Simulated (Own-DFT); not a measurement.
GaP (zincblende, atoms displaced) (calculated)

All values are calculated (Own-DFT development build). A calculation, not a measurement: plane-wave PBE density functional theory by an unreviewed code, no spin, of a simulated periodic cell, stress positive in tension, free energy of the whole cell less one offset for each atom, forces on such cells passed a denser k mesh, this cell's mesh not checked; offsets are fitted by least squares, one for each functional and potential file, so energies compare only between cells with the same atoms and settings and are not formation energies; the far tail of each file's local potential was reset to the Coulomb form; each entry is a single point on an unrelaxed cell, so the pressure reflects the starting lattice, mostly measured values (interpolated for alloys), from which strain is counted, and rises with the displacements; printed positions are rounded, which can move forces by about a meV/angstrom; the program, named Own-DFT, is a retired in-house code; no spin-orbit coupling.

Entry: GaP (zincblende, atoms displaced)

```xyz
96
Lattice="16.3515 0.0000 0.0000 0.0000 10.9010 0.0000 0.0000 0.0000 10.9010" Properties=species:S:1:pos:R:3 GaP
Ga    16.2218    10.8554    10.8330
Ga     0.1029     2.5521     2.6192
Ga     2.7837     0.0245     2.5722
Ga     2.8574     2.5052    10.8930
P      1.4459     1.2813     1.3043
P      1.3792     4.1617     3.9401
P      4.1304     1.4403     4.1425
P      4.1444     4.0728     1.2354
Ga    16.2832    10.8630     5.4282
Ga    16.3288     2.7758     8.0934
Ga     2.8153    10.8903     7.9476
Ga     2.6514     2.8337     5.3514
P      1.3470     1.2623     6.8069
P      1.2594     4.0194     9.4370
P      4.1287     1.2144     9.6349
P      4.0850     3.9750     7.0006
Ga     0.2083     5.4571     0.2102
Ga     0.0922     8.1263     2.4808
Ga     2.7677     5.2334     2.7444
Ga     2.6766     8.1633    10.8998
P      1.4518     6.7183     1.4806
P      1.4631     9.3499     4.1293
P      4.1803     6.7327     3.9533
P      4.1542     9.6130     1.4686
Ga    16.2441     5.4047     5.2866
Ga     0.0849     8.2662     8.1676
Ga     2.8331     5.4631     8.1540
Ga     2.6285     7.9778     5.4659
P      1.4486     6.7642     6.8013
P      1.1983     9.3694     9.3951
P      4.0333     6.6482     9.4894
P      3.8521     9.6618     6.8014
Ga     5.3798    10.8492     0.0670
Ga     5.3220     2.7669     2.7671
Ga     8.3054     0.0173     2.8423
Ga     8.1352     2.5938     0.0781
P      6.7954     1.3171     1.2765
P      6.9264     4.1976     4.1317
P      9.6514     1.1779     3.9023
P      9.4976     3.9505     1.4176
Ga     5.4691     0.2031     5.4423
Ga     5.4841     2.8189     8.1344
Ga     8.0955    10.8823     8.2363
Ga     8.2926     2.8613     5.6889
P      6.7828     1.4982     6.7052
P      6.8432     4.0740     9.5618
P      9.5992     1.1875     9.4308
P      9.4757     4.1155     6.7758
Ga     5.3830     5.6808    10.7498
Ga     5.3116     8.3383     2.7026
Ga     8.1698     5.2461     2.6881
Ga     8.0270     8.2973    10.8539
P      6.8231     6.7023     1.2619
P      6.8652     9.4774     4.2869
P      9.4919     6.7136     4.0494
P      9.4789     9.5209     1.2375
Ga     5.4606     5.6065     5.3327
Ga     5.4843     8.2507     8.1660
Ga     8.2668     5.6887     8.0966
Ga     8.2309     8.1594     5.3955
P      7.0436     6.6706     6.8580
P      6.7207     9.5997     9.6348
P      9.5086     6.7950     9.6589
P      9.5042     9.5052     6.9253
Ga    10.9447     0.0782     0.2298
Ga    10.8543     2.7880     2.7250
Ga    13.6134    10.7704     2.6488
Ga    13.7362     2.7984    10.8318
P     12.3344     1.3691     1.3857
P     12.2747     3.9545     4.2465
P     15.0677     1.3896     3.9097
P     14.7594     4.2255     1.2792
Ga    10.7591     0.2408     5.5835
Ga    10.9064     2.8516     8.2035
Ga    13.7244    10.6656     8.0679
Ga    13.8462     2.5696     5.4002
P     12.2852     1.2963     6.8725
P     12.3602     4.1798     9.4977
P     14.9897     1.5163     9.5527
P     15.0543     4.1401     6.9693
Ga    10.7418     5.3257    10.8727
Ga    10.8499     8.1757     2.5826
Ga    13.7857     5.3711     2.7173
Ga    13.5637     8.0820    10.8190
P     12.4169     6.9941     1.4613
P     12.1388     9.3647     4.0827
P     15.0831     6.8737     4.1171
P     15.0309     9.6102     1.2463
Ga    10.8911     5.4937     5.6544
Ga    10.7401     8.2369     8.0913
Ga    13.6824     5.2924     8.2313
Ga    13.7572     8.2731     5.4872
P     12.1713     6.8267     6.7288
P     12.2368     9.3755     9.5203
P     15.1343     7.0526     9.5685
P     15.0206     9.6183     6.8892
```

It was run with functional PBE, potential files PseudoDojo norm-conserving, scalar-relativistic, standard set, wave cutoff 42 hartree, occupations Fermi-Dirac, smearing width 0.1 eV, hardware one NVIDIA H200 and k mesh 2 x 3 x 3 centred on Gamma.

It finds free energy of cell above offsets -34.158 eV; pressure 5.65 GPa; stress xx -5.96 GPa; stress yy -5.28 GPa; stress zz -5.72 GPa; stress yz -0.15 GPa; stress xz -0.9 GPa; stress xy 0.7 GPa; wall time 951.4 s.

Force:
```tsv
element	x (eV/Å)	y (eV/Å)	z (eV/Å)
Ga	1.566	1.093	-1.25
Ga	-0.173	1.946	-0.49
Ga	-0.586	0.032	2.915
Ga	-1.11	2.046	-0.316
P	-0.952	-0.318	-0.895
P	-2.068	-1.954	1.517
P	-1.554	-0.281	-0.977
P	-0.296	0.144	0.106
Ga	1.051	0.037	-0.97
Ga	0.856	-1.729	0.527
Ga	-3.041	2.878	5.088
Ga	0.277	-0.713	1.295
P	-0.595	1.635	-0.876
P	1.996	0.782	1.757
P	0.047	0.227	-2.612
P	-1.085	1.612	-3.257
Ga	-1.897	-0.934	-2.459
Ga	-0.941	1.267	1.894
Ga	1.959	1.545	-1.52
Ga	0.176	-0.163	-0.343
P	1.805	0.399	-0.272
P	-1.154	1.716	-1.529
P	-1.669	1.064	0.235
P	-1.694	-0.525	-2.404
Ga	1.189	-0.119	1.672
Ga	-2.4	-3.43	-3.55
Ga	-2.195	-1.456	-0.395
Ga	2.003	0.791	-0.94
P	-1.874	-1.219	0.772
P	4.324	4.507	3.925
P	-0.578	4.179	-0.462
P	4.956	-4.38	-3.769
Ga	0.853	0.425	0.106
Ga	1.902	0.454	-0.557
Ga	-3.175	-2.381	-2.291
Ga	0.746	0.418	-1.897
P	-0.548	-0.512	2.472
P	-1.58	-2.068	0.788
P	0.863	3.457	2.435
P	0.052	0.315	-1.387
Ga	-0.164	-1.997	0.187
Ga	1.189	-1.525	1.975
Ga	-0.48	0.165	-0.892
Ga	-2.332	-2.482	-3.983
P	0.838	-0.653	1.744
P	0.28	0.759	-0.185
P	0.359	1.734	1.408
P	2.709	2.032	3.126
Ga	2.164	-2.989	1.609
Ga	3.024	-2.235	1.541
Ga	0.221	2.121	-0.401
Ga	0.736	-1.748	0.605
P	-0.112	1.529	1.111
P	-1.518	1.518	-1.869
P	0.716	0.23	-0.533
P	-0.003	0.327	1.222
Ga	1.143	-1.546	1.826
Ga	-0.516	-0.6	-0.516
Ga	2.036	-3.894	3.805
Ga	0.869	-0.974	1.062
P	-4.702	3.923	-3.334
P	-0.326	0.003	-1.377
P	-0.098	1.214	-0.894
P	-1.76	1.848	-2.238
Ga	-0.184	-0.978	-2.254
Ga	1.776	-0.892	0.841
Ga	-0.52	-0.062	1.008
Ga	-1.919	-0.529	0.337
P	0.435	1.338	0.148
P	0.166	1.01	-0.623
P	-0.32	-1.744	0.79
P	4.05	-1.689	-0.944
Ga	0.877	-2.233	-0.091
Ga	0.103	-0.963	-0.153
Ga	-3.52	2.917	3.549
Ga	-1.324	0.897	1.169
P	0.943	0.871	0.085
P	-2.167	-1.403	1.626
P	0.422	-1.954	-1.33
P	-0.285	-0.432	-3.366
Ga	1.663	0.594	0.818
Ga	-0.689	-0.46	0.749
Ga	-2.815	2.148	2.955
Ga	0.769	0.936	-0.067
P	-0.925	-2.744	-0.088
P	0.911	1.917	0.763
P	-0.686	0.467	-1.317
P	-1.039	-1.86	0.976
Ga	-0.49	-1.15	-2.811
Ga	2.148	-2.09	1.903
Ga	0.316	3.82	-0.449
Ga	-1.391	-0.786	-0.541
P	2.226	1.207	2.05
P	-0.306	1.62	-0.122
P	-0.328	-2.974	-0.053
P	2.377	-2.345	-2.643
```
